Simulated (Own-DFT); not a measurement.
Simulation results for Si₁₂O₂₃ (quartz with two neutral oxygen vacancies, strained, atoms displaced)

A calculation, not a measurement: plane-wave PBE and HSE06 DFT by an unreviewed code, no spin, of a simulated cell at Gamma alone, so results move with cell size and shape, stress positive in tension, energies less offsets, not probed for a lower state with spin; oxygen file: force components 24 meV/angstrom off all-electron in a glass; k mesh not checked against a denser one; forces and stress are PBE's, HSE06 gives the energy alone, and its difference from PBE has offsets of its own; offsets are fitted by least squares, one for each functional and potential file, so energies compare only between cells with the same atoms and settings and are not formation energies; the far tail of each file's local potential was reset to the Coulomb form; each entry is a single point on an unrelaxed cell, so the pressure reflects the starting lattice, mostly measured values (interpolated for alloys), from which strain is counted, and rises with the displacements; printed positions are rounded, which can move forces by about a meV/angstrom; the program, named Own-DFT, is a retired in-house code; no spin-orbit coupling. Program: Own-DFT development build.

Settings shared by all entries: first functional PBE; second functional HSE06; exact exchange share 0.25; screening 0.11 1/bohr; exchange divergence Gygi-Baldereschi; potential files PseudoDojo norm-conserving, scalar-relativistic, made for PBE, standard set; wave cutoff 48 hartree; occupations fixed; k mesh 1 x 1 x 1 centred on Gamma.

(1) 
```cif
# cell vector a (Å): 9.6346 -0.1878 0.1409
# cell vector b (Å): -4.9799 8.6542 0.0502
# cell vector c (Å): 0.1549 0.1533 11.0169
data_Si12O23
_symmetry_space_group_name_H-M 'P 1'
_symmetry_Int_Tables_number 1
_cell_length_a 9.6375
_cell_length_b 9.9848
_cell_length_c 11.0191
_cell_angle_alpha 89.423
_cell_angle_beta 88.373
_cell_angle_gamma 121.025
_cell_volume 907.91
loop_
_atom_site_label
_atom_site_type_symbol
_atom_site_fract_x
_atom_site_fract_y
_atom_site_fract_z
_atom_site_occupancy
Si1 Si 0.22873 0.99604 0.99261 1
Si2 Si 0.00119 0.23922 0.33622 1
Si3 Si 0.26261 0.26805 0.16764 1
O1 O 0.20797 0.13947 0.05976 1
O2 O 0.42782 0.29801 0.22567 1
O3 O 0.36396 0.07406 0.39397 1
O4 O 0.07140 0.36942 0.44230 1
O5 O 0.13893 0.21139 0.27411 1
O6 O 0.29400 0.42871 0.10311 1
Si4 Si 0.23404 0.00067 0.50086 1
Si5 Si 0.00506 0.23515 0.83312 1
Si6 Si 0.26420 0.26845 0.66467 1
O7 O 0.20906 0.13746 0.55827 1
O8 O 0.42552 0.29782 0.72564 1
O9 O 0.36621 0.06620 0.89589 1
O10 O 0.07178 0.36634 0.93583 1
O11 O 0.13057 0.20573 0.76986 1
O12 O 0.29355 0.42440 0.60203 1
Si7 Si 0.23680 0.49921 0.00200 1
Si8 Si 0.99551 0.73475 0.33211 1
Si9 Si 0.26674 0.76985 0.16675 1
O13 O 0.20872 0.63563 0.05960 1
O14 O 0.42678 0.79435 0.22484 1
O15 O 0.36580 0.57144 0.38633 1
O16 O 0.07117 0.86601 0.44439 1
O17 O 0.13569 0.70327 0.27425 1
O18 O 0.29219 0.92755 0.10940 1
Si10 Si 0.22634 0.49037 0.50206 1
Si11 Si 0.99958 0.73460 0.83318 1
Si12 Si 0.26532 0.76616 0.66536 1
O19 O 0.20858 0.63276 0.55914 1
O20 O 0.42272 0.78726 0.72631 1
O21 O 0.35878 0.57075 0.89119 1
O22 O 0.06865 0.86400 0.94037 1
O23 O 0.12980 0.70571 0.77074 1
O24 O 0.29325 0.92824 0.60709 1
Si13 Si 0.73406 0.00167 0.99734 1
Si14 Si 0.50499 0.23534 0.33462 1
Si15 Si 0.75871 0.26259 0.16222 1
O25 O 0.70502 0.13167 0.05999 1
O26 O 0.92913 0.29365 0.22759 1
O27 O 0.87294 0.07822 0.38972 1
O28 O 0.57246 0.36385 0.44458 1
O29 O 0.63413 0.20659 0.27172 1
O30 O 0.78890 0.43096 0.10456 1
Si16 Si 0.74728 0.00425 0.50439 1
Si17 Si 0.49972 0.23419 0.83059 1
Si18 Si 0.76915 0.27191 0.66941 1
O31 O 0.70964 0.13699 0.55914 1
O32 O 0.92451 0.29481 0.73005 1
O33 O 0.87264 0.07838 0.89008 1
O34 O 0.63319 0.20820 0.77422 1
O35 O 0.79689 0.43279 0.60623 1
Si19 Si 0.73698 0.49863 0.99831 1
Si20 Si 0.50739 0.74014 0.33362 1
Si21 Si 0.76353 0.76552 0.16456 1
O36 O 0.92325 0.79160 0.23120 1
O37 O 0.87146 0.57649 0.39728 1
O38 O 0.57825 0.87353 0.44032 1
O39 O 0.63475 0.71055 0.27578 1
O40 O 0.79142 0.92476 0.10822 1
Si22 Si 0.73536 0.50007 0.50025 1
Si23 Si 0.49491 0.73525 0.83175 1
Si24 Si 0.76377 0.75955 0.66822 1
O41 O 0.69998 0.63110 0.55320 1
O42 O 0.91845 0.78790 0.72757 1
O43 O 0.86905 0.57772 0.89293 1
O44 O 0.57198 0.87061 0.94516 1
O45 O 0.63809 0.70483 0.77562 1
O46 O 0.79397 0.92944 0.60372 1
_calc_PBE_energy_of_cell_above_offsets '-18.914'  # eV
_calc_HSE06_less_PBE_above_offsets '0.206'  # eV
_calc_PBE_pressure 7.3  # GPa
_calc_PBE_stress_xx -12.49  # GPa
_calc_PBE_stress_yy -4  # GPa
_calc_PBE_stress_zz -5.4  # GPa
_calc_PBE_stress_yz 7.6  # GPa
_calc_PBE_stress_xz 5.13  # GPa
_calc_PBE_stress_xy -5.57  # GPa
```

Force:
```tsv
element	x (eV/Å)	y (eV/Å)	z (eV/Å)
Si	-0.68	1.423	6.702
Si	0.594	2.426	-1.777
Si	2.866	0.215	-2.871
O	0.713	-1.452	-1.004
O	1.987	-0.202	1.217
O	1.229	0.276	-1.241
O	-2.138	-2.836	-1.484
O	-2.502	-0.766	2.747
O	0.927	-0.526	1.058
Si	-1.01	-0.298	1.4
Si	-2.65	3.689	-0.154
Si	1.467	-1.392	-1.844
O	-0.103	0.02	0.545
O	1.518	-0.192	0.829
O	2.013	1.581	-2.967
O	0.215	0.279	0.706
O	1.521	-0.938	-0.146
O	0.025	0.666	0.388
Si	-3.521	0.03	0.853
Si	2.655	2.169	0.965
Si	1.032	-1.414	-1.543
O	0.169	-0.105	0.063
O	2.124	0.412	1.018
O	-0.798	-0.734	1.547
O	-0.708	-1.347	-1.22
O	-2.357	-0.265	1.571
O	-1.511	1.486	-2.02
Si	2.009	4.887	-0.69
Si	-0.919	2.623	-0.815
Si	-0.061	-0.693	-2.689
O	-0.017	0.234	0.786
O	0.835	0.927	-0.091
O	1.783	1.088	-1.815
O	-1.391	-1.605	-1.315
O	0.48	-0.402	0.428
O	0.225	-0.029	0.204
Si	1.541	0.264	2.06
Si	-3.481	1.921	-0.028
Si	3.17	1.6	-0.735
O	-0.129	0.419	-0.019
O	-1.25	0.237	-1.006
O	-0.354	-2.356	1.289
O	-0.289	-1.223	-1.159
O	0.108	-0.876	0.804
O	2.223	-2.286	2.126
Si	-4.228	0.873	-2.45
Si	-2.053	2.543	2.256
Si	0.013	-0.927	-3.37
O	0.46	0.708	0.953
O	2.242	0.356	0.785
O	-1.15	-3.183	1.523
O	1.054	-1.159	-0.294
O	0.439	-0.502	0.767
Si	-5.039	-0.14	0.065
Si	-4.418	1.251	1.448
Si	1.432	-2.329	-1.677
O	0.068	0.849	-0.775
O	0.309	-1.286	-0.54
O	0.13	-0.582	-0.406
O	2.471	-0.883	-0.729
O	-0.941	1.869	-1.763
Si	-1.042	-0.161	1.207
Si	1.809	0.916	1.697
Si	-1.384	0.635	-5.229
O	-0.111	1.369	1.805
O	3.679	0.721	1.338
O	0.539	-1.541	-0.385
O	-1.316	-2.965	-2.746
O	-3.423	-0.451	2.36
O	2.898	-2.916	3.488
```

(2) 
```cif
# cell vector a (Å): 9.7537 -0.1165 -0.0205
# cell vector b (Å): -4.9777 8.6225 -0.1527
# cell vector c (Å): -0.0225 -0.2069 10.9189
data_Si12O23
_symmetry_space_group_name_H-M 'P 1'
_symmetry_Int_Tables_number 1
_cell_length_a 9.7544
_cell_length_b 9.9573
_cell_length_c 10.9209
_cell_angle_alpha 91.760
_cell_angle_beta 90.225
_cell_angle_gamma 120.676
_cell_volume 911.63
loop_
_atom_site_label
_atom_site_type_symbol
_atom_site_fract_x
_atom_site_fract_y
_atom_site_fract_z
_atom_site_occupancy
Si1 Si 0.23790 0.00500 0.99848 1
Si2 Si 0.00340 0.23659 0.33384 1
Si3 Si 0.26568 0.26294 0.16394 1
O1 O 0.20525 0.13297 0.06061 1
O2 O 0.42798 0.30100 0.22519 1
O3 O 0.36664 0.07534 0.39453 1
O4 O 0.06422 0.36636 0.44018 1
O5 O 0.13299 0.20125 0.27165 1
O6 O 0.29388 0.42777 0.10973 1
Si4 Si 0.24382 0.00572 0.50321 1
Si5 Si 0.00312 0.23688 0.82819 1
Si6 Si 0.26304 0.26353 0.66750 1
O7 O 0.20974 0.12902 0.56006 1
O8 O 0.42455 0.29252 0.72168 1
O9 O 0.36885 0.07529 0.88944 1
O10 O 0.07067 0.36321 0.93622 1
O11 O 0.14145 0.20420 0.77063 1
O12 O 0.29183 0.42923 0.60280 1
Si7 Si 0.23532 0.50210 0.99952 1
Si8 Si 0.99320 0.73474 0.34030 1
Si9 Si 0.26048 0.75986 0.16471 1
O13 O 0.20668 0.63436 0.06102 1
O14 O 0.42881 0.79615 0.22452 1
O15 O 0.37263 0.57834 0.39396 1
O16 O 0.07016 0.86510 0.43732 1
O17 O 0.29555 0.92846 0.10924 1
Si10 Si 0.23279 0.50228 0.49781 1
Si11 Si 0.00172 0.73117 0.83177 1
Si12 Si 0.25832 0.76080 0.66499 1
O18 O 0.21103 0.64284 0.55770 1
O19 O 0.42918 0.79743 0.72598 1
O20 O 0.36656 0.57086 0.89149 1
O21 O 0.07109 0.86449 0.93819 1
O22 O 0.13041 0.71061 0.77683 1
O23 O 0.29360 0.92275 0.60983 1
Si13 Si 0.73005 0.00198 0.00370 1
Si14 Si 0.50279 0.23423 0.34022 1
Si15 Si 0.76926 0.26614 0.16645 1
O24 O 0.69924 0.12741 0.05820 1
O25 O 0.92493 0.28983 0.22749 1
O26 O 0.86465 0.07915 0.39596 1
O27 O 0.57909 0.37430 0.43947 1
O28 O 0.63590 0.21208 0.27546 1
O29 O 0.79061 0.42833 0.10607 1
Si16 Si 0.73912 0.00531 0.49781 1
Si17 Si 0.49607 0.23451 0.83426 1
Si18 Si 0.76673 0.26546 0.67004 1
O30 O 0.70792 0.13286 0.55619 1
O31 O 0.92318 0.29199 0.72496 1
O32 O 0.86466 0.07128 0.89355 1
O33 O 0.57677 0.36777 0.94208 1
O34 O 0.63487 0.20959 0.77808 1
O35 O 0.79149 0.43080 0.61059 1
Si19 Si 0.73593 0.50103 0.99956 1
Si20 Si 0.49693 0.73616 0.33307 1
Si21 Si 0.76573 0.76289 0.17037 1
O36 O 0.70349 0.63421 0.05867 1
O37 O 0.92426 0.79052 0.22270 1
O38 O 0.57417 0.87111 0.44381 1
O39 O 0.64035 0.71464 0.27247 1
O40 O 0.79150 0.92685 0.11249 1
Si22 Si 0.72783 0.49746 0.50372 1
Si23 Si 0.50091 0.73083 0.83135 1
Si24 Si 0.76538 0.76386 0.66663 1
O41 O 0.69817 0.62914 0.55744 1
O42 O 0.92775 0.79648 0.72357 1
O43 O 0.86793 0.57654 0.89703 1
O44 O 0.56892 0.86788 0.95014 1
O45 O 0.63466 0.70855 0.77639 1
O46 O 0.78956 0.92165 0.60488 1
_calc_PBE_energy_of_cell_above_offsets '-19.295'  # eV
_calc_HSE06_less_PBE_above_offsets '0.331'  # eV
_calc_PBE_pressure 6.2  # GPa
_calc_PBE_stress_xx -8.16  # GPa
_calc_PBE_stress_yy -6.07  # GPa
_calc_PBE_stress_zz -4.38  # GPa
_calc_PBE_stress_yz -8.08  # GPa
_calc_PBE_stress_xz 0.72  # GPa
_calc_PBE_stress_xy -2.79  # GPa
```

Force:
```tsv
element	x (eV/Å)	y (eV/Å)	z (eV/Å)
Si	1.092	-2.278	0.855
Si	-0.318	-1.924	-1.378
Si	-1.444	2.152	1.264
O	-0.201	-1.077	-1.797
O	3.039	-0.755	2.566
O	0.595	-0.102	-0.133
O	0.289	1.449	0.924
O	-0.656	0.301	0.449
O	-0.819	0.178	-0.968
Si	0.165	-4.019	-0.358
Si	-0.424	-3.447	0.484
Si	0.048	2.223	-3.692
O	-1.869	1.891	0.771
O	2.739	0.331	1.71
O	-0.975	-1.28	0.933
O	0.144	1.528	1.131
O	-3.633	-0.593	2.535
O	0.339	-1.402	0.815
Si	1.46	-0.877	0.747
Si	0.472	-4.979	-3.995
Si	-2.854	3.288	3.733
O	0.091	-2.625	-2.901
O	0.569	-0.21	0.599
O	-1.239	-1.687	0.878
O	1.26	4.619	3.916
O	-0.49	0.572	-1.257
Si	0.983	0.646	0.09
Si	-5.722	1.129	1.3
Si	0.979	2.799	3.288
O	0.169	-3.42	-2.823
O	0.093	-0.858	0.735
O	-0.311	-0.323	0.129
O	0.23	1.219	0.728
O	5.147	-1.008	-2.941
O	-0.889	1.38	-0.964
Si	4.989	-1.684	-0.017
Si	-1.769	0.814	-3.684
Si	-3.215	0.457	-1.267
O	-2.001	3.507	2.072
O	1.878	0.455	0.51
O	1.864	0.919	-1.901
O	-3.246	-3.66	-1.719
O	0.967	-0.076	-0.563
O	1.355	-1.369	1.123
Si	0.876	-2.096	2.141
Si	0.484	1.461	-1.287
Si	-4.19	-0.09	-2.411
O	-1.478	2.269	1.865
O	3.852	0.578	1.347
O	0.298	1.238	-0.669
O	-2.022	-1.83	-1.238
O	0.519	0.053	-0.85
O	0.752	-1.313	0.842
Si	0.315	1.951	1.803
Si	1.695	1.64	-0.668
Si	-2.28	1.788	-3.532
O	0.128	-0.763	-0.532
O	3.562	0.379	2.085
O	-1.276	-1.731	-1.438
O	-2.701	-0.954	2.512
O	-0.3	0.438	-0.666
Si	5.212	4.63	0.623
Si	-2.75	2.406	1.851
Si	-1.825	0.632	-0.939
O	-1.199	1.01	1.085
O	2.306	-0.555	1.462
O	0.61	-0.092	-1.066
O	-1.543	-3.492	-2.944
O	2.084	-0.313	-1.131
O	-0.008	0.55	-0.171
```

(3) 
```cif
# cell vector a (Å): 9.9102 0.0086 -0.0342
# cell vector b (Å): -4.9476 8.5760 -0.0215
# cell vector c (Å): -0.0376 -0.0490 10.9404
data_Si12O23
_symmetry_space_group_name_H-M 'P 1'
_symmetry_Int_Tables_number 1
_cell_length_a 9.9103
_cell_length_b 9.9009
_cell_length_c 10.9406
_cell_angle_alpha 90.248
_cell_angle_beta 90.395
_cell_angle_gamma 119.931
_cell_volume 930.26
loop_
_atom_site_label
_atom_site_type_symbol
_atom_site_fract_x
_atom_site_fract_y
_atom_site_fract_z
_atom_site_occupancy
Si1 Si 0.23660 0.00409 0.99819 1
Si2 Si 0.99399 0.23670 0.33638 1
Si3 Si 0.27075 0.26953 0.16751 1
O1 O 0.21155 0.13729 0.06039 1
O2 O 0.42839 0.28955 0.22791 1
O3 O 0.37005 0.07011 0.39458 1
O4 O 0.07863 0.37089 0.44153 1
O5 O 0.12866 0.20665 0.27303 1
O6 O 0.29413 0.43317 0.10658 1
Si4 Si 0.24252 0.00892 0.50092 1
Si5 Si 0.99889 0.23918 0.83811 1
Si6 Si 0.26910 0.27133 0.66650 1
O7 O 0.20573 0.13000 0.56185 1
O8 O 0.42392 0.28412 0.72703 1
O9 O 0.36671 0.07085 0.89439 1
O10 O 0.07553 0.37012 0.94269 1
O11 O 0.13081 0.20708 0.77214 1
O12 O 0.29616 0.42996 0.60525 1
Si7 Si 0.23717 0.50038 0.99783 1
Si8 Si 0.00029 0.73156 0.33458 1
Si9 Si 0.27037 0.76468 0.16612 1
O13 O 0.20153 0.63250 0.05960 1
O14 O 0.42603 0.79087 0.22751 1
O15 O 0.37396 0.58372 0.39532 1
O16 O 0.07213 0.86749 0.44070 1
O17 O 0.13524 0.70626 0.27712 1
O18 O 0.29526 0.92928 0.10703 1
Si10 Si 0.23658 0.49662 0.49527 1
Si11 Si 0.00614 0.74052 0.83287 1
Si12 Si 0.27248 0.77101 0.66998 1
O19 O 0.19903 0.63068 0.55947 1
O20 O 0.43162 0.79367 0.72033 1
O21 O 0.36521 0.57485 0.89305 1
O22 O 0.07199 0.85975 0.94107 1
O23 O 0.13649 0.71037 0.77392 1
O24 O 0.30025 0.92924 0.60697 1
Si13 Si 0.73537 0.00082 0.99793 1
Si14 Si 0.50060 0.23545 0.33757 1
Si15 Si 0.76514 0.26539 0.16510 1
O25 O 0.92303 0.28905 0.22544 1
O26 O 0.86438 0.07471 0.38738 1
O27 O 0.58016 0.37162 0.43667 1
O28 O 0.63322 0.20681 0.27305 1
O29 O 0.78473 0.42379 0.10900 1
Si16 Si 0.73161 0.99665 0.49507 1
Si17 Si 0.49846 0.23176 0.83647 1
Si18 Si 0.75982 0.26257 0.66466 1
O30 O 0.70483 0.13071 0.56401 1
O31 O 0.92593 0.29474 0.72507 1
O32 O 0.87300 0.07475 0.89744 1
O33 O 0.57790 0.36753 0.93853 1
O34 O 0.63346 0.21039 0.77072 1
O35 O 0.79485 0.42569 0.61058 1
Si19 Si 0.73370 0.49770 0.00324 1
Si20 Si 0.49825 0.73256 0.33187 1
Si21 Si 0.76712 0.76440 0.16655 1
O36 O 0.70784 0.63595 0.06085 1
O37 O 0.92881 0.79151 0.22458 1
O38 O 0.86799 0.57573 0.39247 1
O39 O 0.57354 0.86331 0.44027 1
O40 O 0.63092 0.70254 0.27556 1
O41 O 0.79111 0.92391 0.10595 1
Si22 Si 0.73019 0.50037 0.49951 1
Si23 Si 0.49863 0.73877 0.83814 1
Si24 Si 0.76996 0.76568 0.66871 1
O42 O 0.69799 0.63135 0.55591 1
O43 O 0.92624 0.79501 0.71851 1
O44 O 0.85986 0.57109 0.89361 1
O45 O 0.62864 0.70438 0.76609 1
O46 O 0.79416 0.92380 0.60349 1
_calc_PBE_energy_of_cell_above_offsets '-22.195'  # eV
_calc_HSE06_less_PBE_above_offsets '0.744'  # eV
_calc_PBE_pressure 1.76  # GPa
_calc_PBE_stress_xx -2.24  # GPa
_calc_PBE_stress_yy -2.4  # GPa
_calc_PBE_stress_zz -0.64  # GPa
_calc_PBE_stress_yz -0.44  # GPa
_calc_PBE_stress_xz -2.02  # GPa
_calc_PBE_stress_xy -1.28  # GPa
```

Force:
```tsv
element	x (eV/Å)	y (eV/Å)	z (eV/Å)
Si	0.11	-1.722	1.316
Si	2.097	0.421	-1.224
Si	-2.122	-0.167	0.795
O	-0.282	0.183	-0.289
O	-0.536	0.439	-0.13
O	0.353	0.995	-0.368
O	-1.689	-2.3	-1.502
O	0.795	0.82	-0.689
O	1.355	-1.247	1.13
Si	-0.178	-4.025	-0.262
Si	0.378	-0.383	-2.651
Si	-0.951	-1.716	0.649
O	-0.969	2.152	0.916
O	-0.343	0.511	-0.066
O	0.26	-0.032	-0.31
O	-0.635	-0.488	-0.189
O	0.189	0.708	-0.109
O	0.591	-0.175	0.055
Si	-1.108	1.357	1.196
Si	0.104	1.85	-0.037
Si	-3.266	0.225	0.305
O	0.759	-0.385	-0.475
O	0.655	0.556	-0.369
O	-1.131	-3.152	1.116
O	0.939	1.033	0.348
O	1.355	0.243	-1.316
O	0.12	-0.386	-0.114
Si	-0.272	4.179	2.274
Si	-2.125	-3.168	-1.449
Si	-1.801	-2.024	-2.572
O	1.253	0.05	0.421
O	1.188	0.139	1.482
O	0.29	0.02	-0.358
O	0.279	2.576	1.64
O	0.491	0.149	-0.068
O	-0.514	0.834	-0.359
Si	-1.876	-0.201	0.681
Si	0.886	-1.104	-1.3
Si	-0.33	-2.467	-0.685
O	0.276	0.907	0.177
O	-0.931	-1.139	1.318
O	-1.663	-1.646	-0.37
O	0.019	-0.055	0.05
O	0.862	-0.015	0.733
Si	1.388	0.963	1.999
Si	0.791	0.553	-1.125
Si	1.376	0.841	1.284
O	0.428	-1.681	-1.94
O	0.251	-0.42	1.049
O	0.165	0.189	-0.256
O	-1.029	-0.839	0.146
O	-0.735	-0.737	1.113
O	-1.616	1.589	-2.013
Si	-0.348	2.089	-1.432
Si	1.619	1.919	-0.12
Si	-0.77	0.11	1.486
O	0.115	-1.296	-0.813
O	0.108	-0.046	0.23
O	-1.027	-1.718	1.245
O	-0.878	-0.316	-0.706
O	1.01	0.411	-1.111
O	-0.072	0.107	-0.017
Si	3.442	2.009	1.551
Si	2.398	1.93	-0.647
Si	-4.368	-0.866	-2.663
O	0.312	0.439	0.818
O	4.551	0.024	3.006
O	1.043	1.714	-0.822
O	-0.592	-0.022	1.106
O	-0.443	0.706	-0.711
```
